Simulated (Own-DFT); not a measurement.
# Strain and stress in wurtzite AlGaN with randomly placed atoms, 72 atoms (Al9Ga27N36)

Calculated results; nothing here was measured. The program, named Own-DFT, is a retired in-house plane-wave density functional code that no person has reviewed. Each row is one single-point run on a periodic cell that was not relaxed, without spin or spin-orbit coupling.

Settings of every run: PBE; PseudoDojo norm-conserving scalar-relativistic files (stringent for Ga); cutoff 96 hartree; 4 x 4 x 3 k mesh centred on Gamma; Gaussian smearing of 0.01 eV.

Known limits: forces on such cells passed a denser k mesh, each cell not checked; stress not checked against mesh or cutoff.

Unstrained cell vectors in Å: (9.509, 0.000, 0.000); (-4.755, 8.235, 0.000); (0.000, 0.000, 10.269). The unstrained cell has measured lattice constants (interpolated for alloys), not those of this functional. That, the random moves and any unrelaxed bonds set the pressure at no strain. Each run strains this cell uniformly, with the atoms carried along. Every atom was also moved at random, by a Gaussian of width 0.05 Å on each axis. The random placing of the alloy's atoms differs from row to row. Strain is the symmetric tensor, in per cent. Stress is positive in tension, and the pressure is minus a third of its trace.

```
run,e_xx (%),e_yy (%),e_zz (%),s_xx (GPa),s_yy (GPa),s_zz (GPa),P (GPa),E (meV/atom)
1,0.00,0.00,-0.75,-8.68,-6.24,-10.09,8.34,0.0
2,0.00,0.00,1.00,-6.09,-8.33,-1.67,5.37,6.7
3,0.00,0.00,2.75,-3.53,-5.67,3.23,1.99,3.0
4,0.00,0.00,-1.75,-8.47,-7.66,-16.45,10.86,15.7
5,0.00,0.00,-1.25,-7.41,-7.76,-14.43,9.87,15.7
6,0.00,0.00,0.50,-6.15,-6.47,-6.06,6.23,3.3
7,0.00,0.00,-2.00,-10.58,-7.46,-16.64,11.56,24.1
8,0.00,0.00,-1.50,-9.33,-6.72,-14.15,10.07,2.5
9,0.00,0.00,1.50,?,?,?,?,?
```

E is the free energy for each atom above the lowest run shown.

## Worked fit

The change of volume is close to e_xx + e_yy + e_zz. A straight line through the runs shown gives P = 7.29 - 197 x (fractional change of volume) GPa, with an error of 6 on the slope and a scatter of 0.25 GPa. The strain isn't the same on all axes and the cell isn't cubic, so the slope belongs to this path and is not the bulk modulus.

## Withheld run

Question: what pressure should run 9 give? Its volume changes by 1.50 %.

The line gives 4.3 GPa. The calculation gave 4.02 GPa.
